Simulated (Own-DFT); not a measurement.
# Computed records: Si7Ge (layered order of Si and Ge on the diamond lattice, atoms displaced)

All values are calculated (Own-DFT development build). A calculation, not a measurement: plane-wave density functional theory by an unreviewed code, no spin, of a simulated periodic cell, stress positive in tension, run twice, with PBE and with PBEsol, both on files made for PBE, so the change isn't that of files made for PBEsol, forces on such cells passed a denser k mesh, this cell's mesh not checked; the far tail of each file's local potential was reset to the Coulomb form; each entry is a single point on an unrelaxed cell, so the pressure reflects the starting lattice, mostly measured values (interpolated for alloys), from which strain is counted, and rises with the displacements; printed positions are rounded, which can move forces by about a meV/angstrom; the program, named Own-DFT, is a retired in-house code; no spin-orbit coupling; stress was not checked against mesh or cutoff.

Settings shared by all entries: functional PBE, then PBEsol; potential files PseudoDojo norm-conserving, scalar-relativistic, standard set; wave cutoff 42 hartree; occupations Fermi-Dirac; smearing width 0.1 eV; k mesh 3 x 3 x 3 centred on Gamma.

```json
{"entry": 1, "formula": "Si7Ge", "kind": "layered order of Si and Ge on the diamond lattice, atoms displaced", "structure": {"cell_angstrom": [[10.9187, 0.0, 0.0], [0.0, 10.9187, 0.0], [0.0, 0.0, 10.9187]], "atoms_fractional": [["Ge", 0.98951, 0.99504, 0.9896], ["Si", 0.98701, 0.24788, 0.25725], ["Si", 0.24412, 0.00408, 0.25441], ["Ge", 0.24627, 0.24228, 0.00419], ["Si", 0.12527, 0.12248, 0.13154], ["Si", 0.12093, 0.37259, 0.36803], ["Si", 0.36322, 0.12277, 0.37805], ["Si", 0.37439, 0.37292, 0.11435], ["Si", 0.99582, 0.00936, 0.50287], ["Si", 0.00141, 0.25846, 0.75478], ["Si", 0.24551, 0.99719, 0.74881], ["Si", 0.23951, 0.24656, 0.50372], ["Si", 0.11784, 0.12004, 0.63037], ["Si", 0.12733, 0.37952, 0.87632], ["Si", 0.3626, 0.1293, 0.86123], ["Si", 0.37607, 0.36921, 0.62156], ["Ge", 0.998, 0.50713, 0.00237], ["Si", 0.00432, 0.75932, 0.25557], ["Si", 0.24502, 0.49922, 0.24908], ["Ge", 0.25921, 0.75353, 0.9963], ["Si", 0.12908, 0.62056, 0.12305], ["Si", 0.12255, 0.87509, 0.37561], ["Si", 0.36515, 0.63132, 0.38037], ["Si", 0.3733, 0.87054, 0.13111], ["Si", 0.00057, 0.4988, 0.5041], ["Si", 0.99704, 0.75264, 0.75661], ["Si", 0.24453, 0.49481, 0.74716], ["Si", 0.2409, 0.74458, 0.50049], ["Si", 0.12113, 0.63455, 0.62461], ["Si", 0.12458, 0.87481, 0.88216], ["Si", 0.36038, 0.6253, 0.88315], ["Si", 0.37537, 0.87221, 0.61915], ["Ge", 0.50234, 0.0091, 0.00282], ["Si", 0.49375, 0.25104, 0.25352], ["Si", 0.74542, 0.00473, 0.24698], ["Ge", 0.74965, 0.24711, 0.9986], ["Si", 0.61916, 0.12826, 0.12779], ["Si", 0.62073, 0.3739, 0.3759], ["Si", 0.88827, 0.12445, 0.38479], ["Si", 0.87073, 0.37944, 0.12468], ["Si", 0.5015, 0.00832, 0.50439], ["Si", 0.50071, 0.24722, 0.74461], ["Si", 0.74145, 0.99867, 0.75157], ["Si", 0.74266, 0.25346, 0.49907], ["Si", 0.62639, 0.13551, 0.64033], ["Si", 0.62953, 0.37596, 0.87569], ["Si", 0.87927, 0.11718, 0.86855], ["Si", 0.87744, 0.38049, 0.62281], ["Ge", 0.50069, 0.49696, 0.99686], ["Si", 0.49872, 0.7472, 0.25983], ["Si", 0.75416, 0.49716, 0.25444], ["Ge", 0.75373, 0.74963, 0.99055], ["Si", 0.62616, 0.62178, 0.12614], ["Si", 0.61748, 0.87738, 0.3709], ["Si", 0.87566, 0.62662, 0.37535], ["Si", 0.87427, 0.87758, 0.13053], ["Si", 0.49403, 0.49313, 0.50084], ["Si", 0.49782, 0.7583, 0.75147], ["Si", 0.75468, 0.49946, 0.75728], ["Si", 0.74972, 0.75231, 0.50187], ["Si", 0.62876, 0.62724, 0.62318], ["Si", 0.62709, 0.87129, 0.87021], ["Si", 0.88847, 0.6242, 0.87465], ["Si", 0.87529, 0.87666, 0.61753]]}, "results": {"PBE_pressure [GPa]": 2.71, "PBE_stress_xx [GPa]": -2.63, "PBE_stress_yy [GPa]": -2.78, "PBE_stress_zz [GPa]": -2.73, "PBE_stress_yz [GPa]": 0.56, "PBE_stress_xz [GPa]": -0.16, "PBE_stress_xy [GPa]": -0.24, "PBEsol_pressure [GPa]": 1.2, "PBEsol_stress_xx [GPa]": -1.12, "PBEsol_stress_yy [GPa]": -1.28, "PBEsol_stress_zz [GPa]": -1.22, "PBEsol_stress_yz [GPa]": 0.58, "PBEsol_stress_xz [GPa]": -0.16, "PBEsol_stress_xy [GPa]": -0.26, "force_element": ["Ge", "Si", "Si", "Ge", "Si", "Si", "Si", "Si", "Si", "Si", "Si", "Si", "Si", "Si", "Si", "Si", "Ge", "Si", "Si", "Ge", "Si", "Si", "Si", "Si", "Si", "Si", "Si", "Si", "Si", "Si", "Si", "Si", "Ge", "Si", "Si", "Ge", "Si", "Si", "Si", "Si", "Si", "Si", "Si", "Si", "Si", "Si", "Si", "Si", "Ge", "Si", "Si", "Ge", "Si", "Si", "Si", "Si", "Si", "Si", "Si", "Si", "Si", "Si", "Si", "Si"], "PBE_force_x [eV/angstrom]": [1.32, 1.392, 0.5, -0.106, -1.838, -0.11, 1.082, -0.107, 1.451, -0.357, -0.025, 0.148, 0.305, -0.461, 1.258, -0.77, 0.791, -0.661, 1.015, -1.932, -0.173, 0.284, 0.714, 0.679, 0.451, 0.725, 0.649, 0.6, -0.518, 0.259, 2.386, -0.4, -1.177, -0.42, 0.613, 0.368, 0.585, -0.046, -3.69, 0.241, -0.152, -1.132, 1.356, 1.196, 0.728, -0.588, -1.233, -0.856, -0.147, -0.298, -0.785, 0.144, 0.08, 0.977, 0.283, -0.455, 0.419, -0.501, 0.103, -0.271, -0.758, -0.771, -1.942, -0.421], "PBE_force_y [eV/angstrom]": [0.122, 0.753, -1.373, 0.637, 0.018, 0.086, 0.623, 0.044, -2.254, -0.734, -0.793, 0.204, 1.019, -0.509, -0.39, -0.004, -1.313, -1.608, -0.282, 0.566, 1.663, 1.091, -1.612, 1.162, 0.771, 0.836, 0.993, 1.557, -1.495, -0.138, -1.41, 0.508, -1.293, -0.095, -0.12, -0.292, 0.773, 0.261, 0.61, -0.782, -0.176, 1.674, -0.111, -0.392, -1.486, -0.505, 1.597, -0.785, 0.777, -0.328, 0.5, -0.325, 0.284, 0.553, 0.153, -0.277, 1.425, -1.682, 0.595, -0.007, -0.515, 0.875, 0.109, 0.242], "PBE_force_z [eV/angstrom]": [2.248, -1.622, -0.35, -0.728, -0.257, 0.999, 0.409, 1.782, 0.61, -0.516, -0.442, -0.314, 0.397, 0.518, 0.866, 0.369, 0.407, -1.154, -0.127, 1.787, 0.774, 1.042, -0.513, 0.522, -0.966, -1.14, -0.358, 0.022, 0.929, -1.232, -2.754, 0.172, -1.123, -0.254, 0.84, 0.127, 0.72, -0.42, -1.048, 0.287, -0.144, 1.708, -0.627, 0.616, -2.306, -0.861, -0.833, 0.539, 0.028, -1.123, -0.095, 1.288, 0.438, 1.042, 0.321, -0.243, -0.187, -0.255, -0.915, -1.068, 0.832, 0.726, -0.627, 1.237], "PBEsol_force_x [eV/angstrom]": [1.287, 1.358, 0.497, -0.102, -1.812, -0.106, 1.074, -0.106, 1.454, -0.357, -0.027, 0.128, 0.299, -0.451, 1.231, -0.765, 0.773, -0.652, 1.022, -1.895, -0.188, 0.289, 0.707, 0.658, 0.462, 0.709, 0.644, 0.585, -0.524, 0.258, 2.339, -0.397, -1.148, -0.43, 0.61, 0.355, 0.567, -0.045, -3.661, 0.25, -0.132, -1.132, 1.341, 1.179, 0.746, -0.587, -1.196, -0.854, -0.147, -0.293, -0.776, 0.145, 0.077, 0.967, 0.288, -0.442, 0.413, -0.509, 0.102, -0.276, -0.749, -0.742, -1.91, -0.401], "PBEsol_force_y [eV/angstrom]": [0.11, 0.751, -1.366, 0.624, 0.043, 0.081, 0.616, 0.046, -2.244, -0.713, -0.807, 0.208, 1.007, -0.501, -0.36, -0.018, -1.282, -1.6, -0.285, 0.558, 1.644, 1.092, -1.593, 1.137, 0.764, 0.851, 0.981, 1.549, -1.474, -0.134, -1.374, 0.498, -1.26, -0.095, -0.102, -0.283, 0.762, 0.265, 0.599, -0.772, -0.153, 1.674, -0.119, -0.395, -1.473, -0.513, 1.554, -0.788, 0.758, -0.342, 0.49, -0.318, 0.278, 0.554, 0.154, -0.273, 1.419, -1.671, 0.595, 0.0, -0.517, 0.845, 0.079, 0.238], "PBEsol_force_z [eV/angstrom]": [2.197, -1.625, -0.353, -0.712, -0.341, 0.975, 0.404, 1.654, 0.611, -0.5, -0.436, -0.299, 0.41, 0.617, 0.937, 0.367, 0.397, -1.153, -0.122, 1.751, 0.664, 1.049, -0.511, 0.429, -0.957, -1.121, -0.372, 0.021, 0.935, -1.114, -2.623, 0.149, -1.097, -0.246, 0.835, 0.125, 0.606, -0.428, -1.037, 0.174, -0.13, 1.716, -0.617, 0.601, -2.282, -0.753, -0.741, 0.527, 0.029, -1.115, -0.084, 1.254, 0.342, 1.028, 0.311, -0.333, -0.188, -0.239, -0.889, -1.062, 0.822, 0.821, -0.509, 1.227], "rms_change_of_force_components_from_PBE_to_PBEsol [eV/angstrom]": 0.034}}
{"entry": 2, "formula": "Si7Ge", "kind": "layered order of Si and Ge on the diamond lattice, atoms displaced", "structure": {"cell_angstrom": [[10.9187, 0.0, 0.0], [0.0, 10.9187, 0.0], [0.0, 0.0, 10.9187]], "atoms_fractional": [["Ge", 0.00286, 0.9983, 0.99008], ["Si", 0.00757, 0.25211, 0.24505], ["Si", 0.25739, 0.00219, 0.25338], ["Ge", 0.24744, 0.24725, 0.99896], ["Si", 0.12156, 0.13172, 0.12323], ["Si", 0.12126, 0.36595, 0.37587], ["Si", 0.37274, 0.12524, 0.38643], ["Si", 0.37693, 0.38061, 0.13146], ["Si", 0.00384, 0.0017, 0.49469], ["Si", 0.99626, 0.23915, 0.75113], ["Si", 0.25295, 0.0016, 0.74919], ["Si", 0.25592, 0.24954, 0.49516], ["Si", 0.1229, 0.1285, 0.61645], ["Si", 0.11694, 0.3773, 0.86386], ["Si", 0.37603, 0.13213, 0.87963], ["Si", 0.37773, 0.37283, 0.62939], ["Ge", 0.00588, 0.50075, 0.00855], ["Si", 0.00195, 0.74622, 0.25061], ["Si", 0.2565, 0.50328, 0.24453], ["Ge", 0.25456, 0.7447, 0.99851], ["Si", 0.13024, 0.63037, 0.11741], ["Si", 0.1224, 0.88221, 0.3682], ["Si", 0.38907, 0.62905, 0.36989], ["Si", 0.37686, 0.87107, 0.11541], ["Si", 0.00215, 0.49849, 0.49442], ["Si", 0.99043, 0.75084, 0.75825], ["Si", 0.25495, 0.4959, 0.75962], ["Si", 0.25333, 0.74763, 0.49963], ["Si", 0.11596, 0.61206, 0.6173], ["Si", 0.13433, 0.86419, 0.87606], ["Si", 0.37069, 0.63475, 0.87229], ["Si", 0.3721, 0.8807, 0.62847], ["Ge", 0.50216, 0.00146, 0.99782], ["Si", 0.506, 0.263, 0.24833], ["Si", 0.75329, 0.00369, 0.25474], ["Ge", 0.75449, 0.24651, 0.99241], ["Si", 0.63034, 0.13265, 0.12416], ["Si", 0.62992, 0.37312, 0.3687], ["Si", 0.87117, 0.1273, 0.37634], ["Si", 0.87621, 0.3804, 0.12678], ["Si", 0.50634, 0.00404, 0.49815], ["Si", 0.50293, 0.24926, 0.75532], ["Si", 0.75112, 0.00431, 0.7468], ["Si", 0.74341, 0.24563, 0.49119], ["Si", 0.62052, 0.13141, 0.62152], ["Si", 0.62223, 0.36696, 0.86902], ["Si", 0.8805, 0.12844, 0.88343], ["Si", 0.87624, 0.37713, 0.62642], ["Ge", 0.49544, 0.50004, 0.00132], ["Si", 0.50643, 0.75188, 0.24286], ["Si", 0.75765, 0.49814, 0.25146], ["Ge", 0.74796, 0.74607, 0.00744], ["Si", 0.63049, 0.62286, 0.12119], ["Si", 0.62442, 0.87804, 0.37137], ["Si", 0.88236, 0.62735, 0.36927], ["Si", 0.87513, 0.8862, 0.12716], ["Si", 0.49835, 0.4974, 0.49902], ["Si", 0.49999, 0.75045, 0.74355], ["Si", 0.75487, 0.49989, 0.75214], ["Si", 0.74023, 0.74644, 0.50297], ["Si", 0.63518, 0.62125, 0.6169], ["Si", 0.63515, 0.87586, 0.87408], ["Si", 0.88667, 0.62068, 0.88099], ["Si", 0.87324, 0.87118, 0.63905]]}, "results": {"PBE_pressure [GPa]": 2.85, "PBE_stress_xx [GPa]": -2.85, "PBE_stress_yy [GPa]": -2.92, "PBE_stress_zz [GPa]": -2.77, "PBE_stress_yz [GPa]": -0.18, "PBE_stress_xz [GPa]": 0.92, "PBE_stress_xy [GPa]": -0.18, "PBEsol_pressure [GPa]": 1.33, "PBEsol_stress_xx [GPa]": -1.33, "PBEsol_stress_yy [GPa]": -1.41, "PBEsol_stress_zz [GPa]": -1.26, "PBEsol_stress_yz [GPa]": -0.2, "PBEsol_stress_xz [GPa]": 0.92, "PBEsol_stress_xy [GPa]": -0.18, "force_element": ["Ge", "Si", "Si", "Ge", "Si", "Si", "Si", "Si", "Si", "Si", "Si", "Si", "Si", "Si", "Si", "Si", "Ge", "Si", "Si", "Ge", "Si", "Si", "Si", "Si", "Si", "Si", "Si", "Si", "Si", "Si", "Si", "Si", "Ge", "Si", "Si", "Ge", "Si", "Si", "Si", "Si", "Si", "Si", "Si", "Si", "Si", "Si", "Si", "Si", "Ge", "Si", "Si", "Ge", "Si", "Si", "Si", "Si", "Si", "Si", "Si", "Si", "Si", "Si", "Si", "Si"], "PBE_force_x [eV/angstrom]": [0.792, -1.831, -0.551, -0.101, 0.844, 1.32, 1.585, -0.46, -1.159, 0.305, -0.707, -1.008, 0.659, 0.494, 0.002, -0.144, 0.137, 0.398, -1.031, -0.237, -0.17, 0.891, -1.197, 0.22, -1.029, 1.916, -0.715, -0.58, 1.68, -0.792, 1.589, 0.766, 0.562, -0.837, -0.537, -0.429, -0.562, -0.171, 1.266, 0.092, -0.871, -0.912, 0.001, 0.738, 0.607, 0.885, -0.469, -0.281, 0.509, 0.043, -0.6, 1.613, -0.721, 0.221, -1.114, 0.228, 0.856, 0.8, -0.159, 2.209, -1.939, -0.979, -1.731, -0.207], "PBE_force_y [eV/angstrom]": [-0.485, -0.153, 0.073, 1.745, -1.774, 1.347, -0.124, -0.975, -0.432, 1.235, 0.654, 0.909, -0.455, -0.777, -1.092, 0.14, -0.594, 1.408, 0.42, 0.912, -0.61, -1.154, -0.159, 0.807, -1.0, -0.825, 0.573, 0.245, 1.726, 1.224, -1.455, -0.57, 0.09, -1.77, 0.21, 1.484, -0.72, 1.076, -0.009, -1.097, -0.687, -0.495, 0.689, 1.028, -0.563, 1.747, -1.223, -0.858, 0.185, 0.053, 0.742, 1.019, -0.915, -0.217, -0.295, -1.303, -0.155, 0.216, 0.036, 1.472, -1.08, -0.277, 0.168, 0.665], "PBE_force_z [eV/angstrom]": [1.177, 0.483, -1.053, 0.13, 0.309, -0.379, -1.921, -0.833, 0.775, -0.959, 0.435, 1.384, 0.738, 0.959, -0.984, -0.169, -0.853, -1.126, 1.286, 0.406, 2.034, 0.451, 0.33, 1.584, -0.403, -0.66, -1.485, -0.227, 1.716, -1.309, -0.965, -1.037, -0.017, 0.023, -0.537, 1.208, 0.804, 0.904, -0.369, -0.012, 0.494, -1.164, 0.546, 1.252, 0.494, 0.634, -2.079, -0.636, -0.869, -0.169, -0.092, -1.081, 1.426, 0.185, 1.15, 0.21, -0.079, 0.166, 0.211, -1.299, 1.611, -0.587, 0.001, -2.162], "PBEsol_force_x [eV/angstrom]": [0.772, -1.824, -0.528, -0.098, 0.849, 1.308, 1.577, -0.444, -1.157, 0.299, -0.71, -0.995, 0.658, 0.459, -0.013, -0.144, 0.136, 0.399, -1.04, -0.231, -0.165, 0.879, -1.172, 0.204, -1.036, 1.907, -0.689, -0.573, 1.66, -0.758, 1.552, 0.755, 0.549, -0.839, -0.542, -0.419, -0.544, -0.162, 1.269, 0.102, -0.849, -0.911, -0.001, 0.726, 0.595, 0.894, -0.48, -0.271, 0.495, 0.048, -0.599, 1.58, -0.704, 0.218, -1.109, 0.24, 0.837, 0.803, -0.161, 2.194, -1.924, -0.961, -1.698, -0.207], "PBEsol_force_y [eV/angstrom]": [-0.475, -0.154, 0.076, 1.702, -1.763, 1.333, -0.126, -0.959, -0.437, 1.201, 0.665, 0.918, -0.438, -0.758, -1.072, 0.133, -0.58, 1.383, 0.427, 0.891, -0.595, -1.137, -0.15, 0.792, -1.005, -0.814, 0.573, 0.233, 1.711, 1.192, -1.404, -0.554, 0.084, -1.767, 0.208, 1.449, -0.704, 1.083, 0.006, -1.083, -0.694, -0.508, 0.711, 1.015, -0.546, 1.735, -1.217, -0.848, 0.179, 0.057, 0.742, 0.998, -0.903, -0.217, -0.283, -1.283, -0.167, 0.205, 0.045, 1.476, -1.092, -0.285, 0.137, 0.658], "PBEsol_force_z [eV/angstrom]": [1.148, 0.471, -1.054, 0.128, 0.2, -0.37, -1.904, -0.927, 0.769, -0.947, 0.45, 1.375, 0.724, 1.023, -0.868, -0.163, -0.834, -1.133, 1.282, 0.398, 1.9, 0.435, 0.32, 1.46, -0.421, -0.645, -1.451, -0.222, 1.72, -1.2, -0.85, -1.034, -0.02, 0.018, -0.532, 1.181, 0.702, 0.898, -0.367, -0.109, 0.487, -1.15, 0.541, 1.243, 0.499, 0.723, -1.93, -0.631, -0.846, -0.187, -0.085, -1.057, 1.31, 0.178, 1.147, 0.116, -0.075, 0.158, 0.233, -1.303, 1.609, -0.488, 0.106, -2.15], "rms_change_of_force_components_from_PBE_to_PBEsol [eV/angstrom]": 0.035}}
{"entry": 3, "formula": "Si7Ge", "kind": "layered order of Si and Ge on the diamond lattice, atoms displaced", "structure": {"cell_angstrom": [[10.9187, 0.0, 0.0], [0.0, 10.9187, 0.0], [0.0, 0.0, 10.9187]], "atoms_fractional": [["Ge", 0.99311, 0.99999, 0.00486], ["Si", 0.00589, 0.25215, 0.25393], ["Si", 0.26087, 0.99716, 0.23232], ["Ge", 0.25325, 0.25438, 0.00986], ["Si", 0.13095, 0.11875, 0.12021], ["Si", 0.12281, 0.38498, 0.37448], ["Si", 0.37904, 0.11962, 0.38704], ["Si", 0.37648, 0.38059, 0.12338], ["Si", 0.99927, 0.99893, 0.49558], ["Si", 0.99218, 0.25423, 0.73794], ["Si", 0.25455, 0.00251, 0.75398], ["Si", 0.25106, 0.25601, 0.48926], ["Si", 0.12793, 0.13378, 0.62221], ["Si", 0.12222, 0.38485, 0.87632], ["Si", 0.37346, 0.11587, 0.87579], ["Si", 0.36998, 0.37534, 0.62735], ["Ge", 0.01172, 0.50599, 0.00124], ["Si", 0.99772, 0.75526, 0.25744], ["Si", 0.26212, 0.50553, 0.24561], ["Ge", 0.2414, 0.74333, 0.00385], ["Si", 0.12113, 0.62754, 0.11318], ["Si", 0.12551, 0.87606, 0.38481], ["Si", 0.37467, 0.63222, 0.38273], ["Si", 0.36976, 0.87424, 0.12053], ["Si", 0.00013, 0.49899, 0.49494], ["Si", 0.99203, 0.74664, 0.74389], ["Si", 0.24919, 0.50426, 0.75168], ["Si", 0.24963, 0.74861, 0.49579], ["Si", 0.12631, 0.62238, 0.62374], ["Si", 0.12845, 0.87183, 0.87962], ["Si", 0.37854, 0.62519, 0.87], ["Si", 0.38498, 0.8786, 0.62316], ["Ge", 0.49837, 0.00595, 0.99232], ["Si", 0.50142, 0.25225, 0.25245], ["Si", 0.75286, 0.00168, 0.24596], ["Ge", 0.74377, 0.26275, 0.00266], ["Si", 0.62141, 0.12022, 0.11511], ["Si", 0.63207, 0.36741, 0.37982], ["Si", 0.88449, 0.12882, 0.37728], ["Si", 0.8809, 0.36589, 0.12363], ["Si", 0.50591, 0.98994, 0.49782], ["Si", 0.49369, 0.24551, 0.74387], ["Si", 0.752, 0.00189, 0.75953], ["Si", 0.75067, 0.25229, 0.50002], ["Si", 0.62481, 0.12697, 0.62753], ["Si", 0.6153, 0.3794, 0.87997], ["Si", 0.87651, 0.13002, 0.8814], ["Si", 0.86668, 0.36813, 0.61854], ["Ge", 0.49237, 0.50294, 0.0063], ["Si", 0.49382, 0.74463, 0.25204], ["Si", 0.75648, 0.49295, 0.25688], ["Ge", 0.74118, 0.74225, 0.99891], ["Si", 0.62828, 0.63131, 0.11376], ["Si", 0.63192, 0.88084, 0.37558], ["Si", 0.8764, 0.61719, 0.3807], ["Si", 0.87752, 0.87586, 0.13095], ["Si", 0.49663, 0.51078, 0.50351], ["Si", 0.49005, 0.74947, 0.75132], ["Si", 0.75307, 0.4997, 0.75602], ["Si", 0.75788, 0.74068, 0.49687], ["Si", 0.63131, 0.6221, 0.62221], ["Si", 0.62721, 0.8781, 0.86972], ["Si", 0.87049, 0.62281, 0.88193], ["Si", 0.87553, 0.87114, 0.62492]]}, "results": {"PBE_pressure [GPa]": 3.1, "PBE_stress_xx [GPa]": -3.23, "PBE_stress_yy [GPa]": -3.16, "PBE_stress_zz [GPa]": -2.92, "PBE_stress_yz [GPa]": 0.52, "PBE_stress_xz [GPa]": -0.08, "PBE_stress_xy [GPa]": 0.11, "PBEsol_pressure [GPa]": 1.58, "PBEsol_stress_xx [GPa]": -1.7, "PBEsol_stress_yy [GPa]": -1.63, "PBEsol_stress_zz [GPa]": -1.41, "PBEsol_stress_yz [GPa]": 0.52, "PBEsol_stress_xz [GPa]": -0.08, "PBEsol_stress_xy [GPa]": 0.14, "force_element": ["Ge", "Si", "Si", "Ge", "Si", "Si", "Si", "Si", "Si", "Si", "Si", "Si", "Si", "Si", "Si", "Si", "Ge", "Si", "Si", "Ge", "Si", "Si", "Si", "Si", "Si", "Si", "Si", "Si", "Si", "Si", "Si", "Si", "Ge", "Si", "Si", "Ge", "Si", "Si", "Si", "Si", "Si", "Si", "Si", "Si", "Si", "Si", "Si", "Si", "Ge", "Si", "Si", "Ge", "Si", "Si", "Si", "Si", "Si", "Si", "Si", "Si", "Si", "Si", "Si", "Si"], "PBE_force_x [eV/angstrom]": [1.036, 0.543, -1.317, -0.53, -0.736, 1.168, -0.165, 0.215, 0.262, 0.997, -1.091, -0.242, -0.019, 0.644, -0.42, 0.19, -2.834, 0.529, -1.636, 2.049, 0.374, 0.629, 0.117, 1.758, -0.035, 1.121, 0.05, -0.157, -0.41, -1.145, -1.215, -1.76, 0.388, 0.042, -0.135, 0.094, 0.591, -1.5, -1.168, 0.396, 0.48, 0.157, 0.5, -0.187, 0.355, -0.017, -0.416, 0.715, 0.983, 1.24, -0.41, 1.993, -1.736, 0.156, 0.275, -0.961, 0.589, 2.242, -0.686, -0.918, -0.481, -0.946, 0.957, -0.558], "PBE_force_y [eV/angstrom]": [-0.144, -0.623, 0.927, -0.375, 0.778, -0.402, 0.213, -0.975, 0.334, -0.392, -0.725, -0.118, -0.724, -1.663, 2.534, 0.403, -1.371, -0.955, 0.492, 1.035, 0.306, 0.248, -0.918, -1.351, -0.255, -0.124, -0.428, 0.824, 0.266, 0.409, -0.114, -0.62, -2.063, -0.771, 0.771, -1.342, 1.123, 1.528, -0.082, 1.469, 1.436, 0.393, 0.336, -1.899, -0.698, -0.144, 0.582, 1.997, 0.686, 1.313, 0.26, 2.909, -2.308, -1.691, 0.673, -0.91, -1.788, 0.362, -0.616, 1.329, 0.595, -0.847, 0.036, 0.865], "PBE_force_z [eV/angstrom]": [-0.735, -0.659, 3.159, -1.825, 1.241, -1.185, -1.963, 1.812, 1.51, 1.61, -1.121, 0.92, -0.075, -1.3, -0.637, -0.606, -0.427, -0.173, 0.506, -1.537, 4.461, -2.006, -1.114, -0.466, 1.702, 1.24, -0.141, 1.612, -0.138, -1.454, 0.74, 0.265, 0.625, -0.116, 0.333, -0.464, 1.883, -0.619, -0.553, 0.952, 0.698, 1.093, -1.259, -0.073, -0.343, -1.572, -0.922, 0.649, -1.039, -0.642, -1.267, -1.062, 3.819, -0.854, -1.418, -0.034, 0.033, -0.741, -0.521, 0.449, 1.033, 0.113, -1.053, -0.342], "PBEsol_force_x [eV/angstrom]": [1.01, 0.551, -1.303, -0.516, -0.742, 1.16, -0.164, 0.222, 0.247, 0.985, -1.092, -0.243, -0.007, 0.613, -0.382, 0.185, -2.774, 0.529, -1.615, 2.004, 0.366, 0.635, 0.111, 1.756, -0.04, 1.107, 0.051, -0.158, -0.402, -1.121, -1.195, -1.748, 0.378, 0.031, -0.133, 0.088, 0.57, -1.493, -1.159, 0.374, 0.483, 0.15, 0.507, -0.188, 0.354, -0.028, -0.398, 0.699, 0.959, 1.225, -0.413, 1.951, -1.691, 0.17, 0.277, -0.931, 0.574, 2.219, -0.671, -0.91, -0.463, -0.946, 0.95, -0.565], "PBEsol_force_y [eV/angstrom]": [-0.138, -0.618, 0.934, -0.366, 0.775, -0.381, 0.197, -0.973, 0.33, -0.386, -0.728, -0.106, -0.715, -1.636, 2.495, 0.399, -1.339, -0.95, 0.504, 1.016, 0.296, 0.259, -0.913, -1.37, -0.258, -0.136, -0.417, 0.818, 0.262, 0.385, -0.136, -0.606, -2.015, -0.762, 0.782, -1.311, 1.099, 1.516, -0.073, 1.44, 1.418, 0.385, 0.344, -1.903, -0.695, -0.141, 0.578, 1.998, 0.675, 1.292, 0.257, 2.848, -2.27, -1.68, 0.663, -0.891, -1.773, 0.357, -0.616, 1.321, 0.591, -0.85, 0.05, 0.869], "PBEsol_force_z [eV/angstrom]": [-0.713, -0.658, 3.132, -1.781, 1.128, -1.18, -1.924, 1.671, 1.503, 1.599, -1.121, 0.885, -0.074, -1.187, -0.513, -0.598, -0.423, -0.166, 0.491, -1.507, 4.298, -1.987, -1.092, -0.574, 1.706, 1.238, -0.131, 1.607, -0.138, -1.343, 0.842, 0.261, 0.609, -0.128, 0.323, -0.455, 1.761, -0.604, -0.547, 0.839, 0.686, 1.088, -1.244, -0.08, -0.339, -1.458, -0.81, 0.634, -1.017, -0.644, -1.268, -1.052, 3.668, -0.852, -1.411, -0.132, 0.028, -0.73, -0.509, 0.435, 1.035, 0.198, -0.929, -0.345], "rms_change_of_force_components_from_PBE_to_PBEsol [eV/angstrom]": 0.038}}
```
